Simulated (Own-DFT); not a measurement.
# How strain changes the stress of wurtzite AlGaN with randomly placed atoms, 72 atoms (Al27Ga9N36)

Calculated results; nothing here was measured. They come from Own-DFT, an in-house plane-wave density functional program, since retired, whose code no person has reviewed. Each row is one single-point run on a periodic cell that was not relaxed, without spin or spin-orbit coupling.

Settings of every run: PBE; PseudoDojo norm-conserving scalar-relativistic files; cutoff 42 hartree; 4 x 4 x 3 k mesh centred on Gamma; Fermi-Dirac smearing of 0.1 eV.

Known limits: forces on such cells passed a denser k mesh, each cell not checked; stress not checked against mesh or cutoff.

Unstrained cell vectors in Å: (9.394, 0.000, 0.000); (-4.697, 8.135, 0.000); (0.000, 0.000, 10.066). The unstrained cell has measured lattice constants (interpolated for alloys), not those of this functional. That, the random moves and any unrelaxed bonds set the pressure at no strain. Each run strains this cell uniformly, with the atoms carried along. Every atom was also moved at random, by a Gaussian of width 0.05 Å on each axis. The random placing of the alloy's atoms differs from row to row. Strain is the symmetric tensor, in per cent. Stress is positive in tension, and the pressure is minus a third of its trace.

```
run  e_xx (%)  e_yy (%)  e_zz (%)  s_xx (GPa)  s_yy (GPa)  s_zz (GPa)  P (GPa)  E (meV/atom)
  1      2.50      2.50      0.00        5.88        5.47       -1.89    -3.15          18.4
  2      1.00      1.00      0.00        0.43       -0.98       -5.54     2.03           0.0
  3      0.50      0.50      0.00       -2.74       -2.74       -6.75     4.08           6.6
  4      2.00      2.00      0.00        4.36        3.98       -3.89    -1.48          13.1
  5     -2.50     -2.50      0.00      -24.24      -21.98       -9.70    18.64          68.2
  6     -2.00     -2.00      0.00      -18.56      -22.02       -8.35    16.31          62.4
  7      0.75      0.75      0.00       -2.89       -1.60       -4.68     3.05           7.5
  8     -2.75     -2.75      0.00      -25.11      -24.70      -10.91    20.24          77.4
  9     -2.25     -2.25      0.00           ?           ?           ?        ?             ?
```

E is the free energy for each atom above the lowest run shown.

## Worked fit

The change of volume is close to e_xx + e_yy + e_zz. A straight line through the runs shown gives P = 7.26 - 228 x (fractional change of volume) GPa, with an error of 7 on the slope and a scatter of 0.79 GPa. The strain isn't the same on all axes and the cell isn't cubic, so the slope belongs to this path and is not the bulk modulus.

## Withheld run

Question: what pressure should run 9 give? Its volume changes by -4.45 %.

The line gives 17.4 GPa. The calculation gave 17.41 GPa.
